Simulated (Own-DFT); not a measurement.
# Which defects push the lattice out? C11b WSi2

The numbers are computed, not measured, by runs of the plane-wave DFT program Own-DFT (in-house, retired, unreviewed) at fixed positions, with no spin and no spin-orbit coupling.

All runs used: PBE; PseudoDojo norm-conserving scalar-relativistic files; cutoff 50 hartree; 5 x 5 x 5 k mesh centred on Gamma; cold (Marzari-Vanderbilt) smearing of 0.2 eV.

Limits: forces on such cells failed a check on a denser k mesh; stress not checked against mesh or cutoff.

All runs share one cell, with vectors in Å (-2.148, -5.953, 3.409); (-6.444, 2.976, 1.136); (-2.553, -2.948, -6.757) and a volume of 403.2 Å³. u is the rms random offset of the atoms per axis. The defect's site can differ from row to row.

| cell | formula | u (Å) | P (GPa) |
|---|---|---|---|
| no defect | Si20W10 | 0.0210 | 4.61 |
| no defect | Si20W10 | 0.0213 | 4.31 |
| no defect | Si20W10 | 0.0483 | 6.16 |
| one Si vacancy | Si19W10 | 0.0299 | 3.43 |
| one Si vacancy | Si19W10 | 0.0309 | 3.21 |
| one Si vacancy | Si19W10 | 0.0478 | 4.34 |
| one Si on a W site | Si21W9 | 0.0289 | 6.10 |
| one Si on a W site | Si21W9 | 0.0427 | 7.03 |
| one Si on a W site | Si21W9 | 0.0470 | 6.35 |
| one W vacancy | Si20W9 | 0.0287 | 3.71 |
| one W vacancy | Si20W9 | 0.0512 | 5.23 |
| one W vacancy | Si20W9 | 0.0543 | 4.75 |
| one W on a Si site | Si19W11 | 0.0294 | ? |
| one W on a Si site | Si19W11 | 0.0300 | 9.97 |
| one W on a Si site | Si19W11 | 0.0501 | 11.27 |
| one W on a Si site | Si19W11 | 0.0529 | 10.72 |

## Fit

P = P0 + c u² + a shift for each defect gives P0 = 4.32 GPa, c = 656 ± 121 GPa/Å² and a scatter of 0.37 GPa. The shifts, and each times the cell's volume:

- one W on a Si site: 4.97 ± 0.32 GPa, 12.5 eV
- one Si on a W site: 1.11 ± 0.31 GPa, 2.8 eV
- one W vacancy: -1.15 ± 0.33 GPa, -2.9 eV
- one Si vacancy: -1.57 ± 0.30 GPa, -3.9 eV

Positive is outwards. The product with the volume (160.2 GPa Å³ to the eV) is nearly free of the cell's size; divided by the bulk modulus at the cell's pressure it gives the volume that the defect adds. The atoms around the defects weren't relaxed, which would change these numbers.

## Withheld run

Q: what pressure belongs in the blank (one W on a Si site, u = 0.0294 Å)?

The fitted form gives 9.86 ± 0.45 GPa. The calculation gave 10.30 GPa.
